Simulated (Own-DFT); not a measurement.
# Energy and forces against displacement in zincblende GaP, 96 atoms (Ga48P48)

These are calculations, not measurements. They come from Own-DFT, an in-house plane-wave density functional program, since retired, whose code no person has reviewed. Each row is one single-point run on a periodic cell that was not relaxed, without spin or spin-orbit coupling.

Settings of every run: PBE; PseudoDojo norm-conserving scalar-relativistic files; cutoff 42 hartree; 2 x 3 x 3 k mesh centred on Gamma; Fermi-Dirac smearing of 0.1 eV.

Known limits, some of them of some rows only: some atoms lie very close together; forces on such cells moved up to 12 meV/angstrom on a denser k mesh; forces on such cells passed a denser k mesh, each cell not checked; stress not checked against mesh or cutoff.

Cell vectors in Å: (16.352, 0.000, 0.000); (0.000, 10.901, 0.000); (0.000, 0.000, 10.901). In each run every atom was moved at random and independently from its ideal site; u is the rms move along one axis. E is the free energy for each atom above the fitted value at u = 0, and F the rms of the force components.

```
run   u (Å)  E (meV/atom)  F (eV/Å)  largest force (eV/Å)  P (GPa)
  1  0.0192           6.9     0.280                  0.95     2.72
  2  0.0194           7.1     0.285                  1.09     2.72
  3  0.0206           7.2     0.285                  1.09     2.71
  4  0.0475          37.7     0.653                  2.63     3.17
  5  0.0488          44.6     0.735                  3.51     3.27
  6  0.0504          45.4     0.734                  2.85     3.27
  7  0.0983         185.1     1.710                  7.43     5.27
  8  0.1001             ?         ?                     ?        ?
  9  0.1019         182.2     1.610                  6.36     5.33
 10  0.1373         323.9     2.263                 11.09     7.20
 11  0.1882         663.3     3.844                 18.27    11.86
```

## Worked fit

For small independent moves the energy grows as E = (3/2) K u², with K the mean stiffness felt by one atom. The runs with u up to 0.11 Å give K = 12.0 ± 0.3 eV/Å², with residuals divided by u² + 0.0006 Å², since the noise grows with the moves. The scatter is 2.2 meV/atom at u = 0.05 Å. The forces follow F = G u with G = 15.0 eV/Å²; no force at u = 0 is resolved. G exceeds K because the moves of its neighbours add to the force on an atom, and stiffness differs between atoms. At u = 0.188 Å the parabola gives 640 meV/atom and the run 663. The pressure follows P = 2.60 + 269 u² GPa: at fixed volume, shortened bonds push harder than stretched ones pull.

## Withheld run

Question: what energy and rms force should run 8 give?

The fit gives 181 ± 9 meV/atom and about 1.50 eV/Å. The calculation gave 207.4 meV/atom and 1.795 eV/Å.
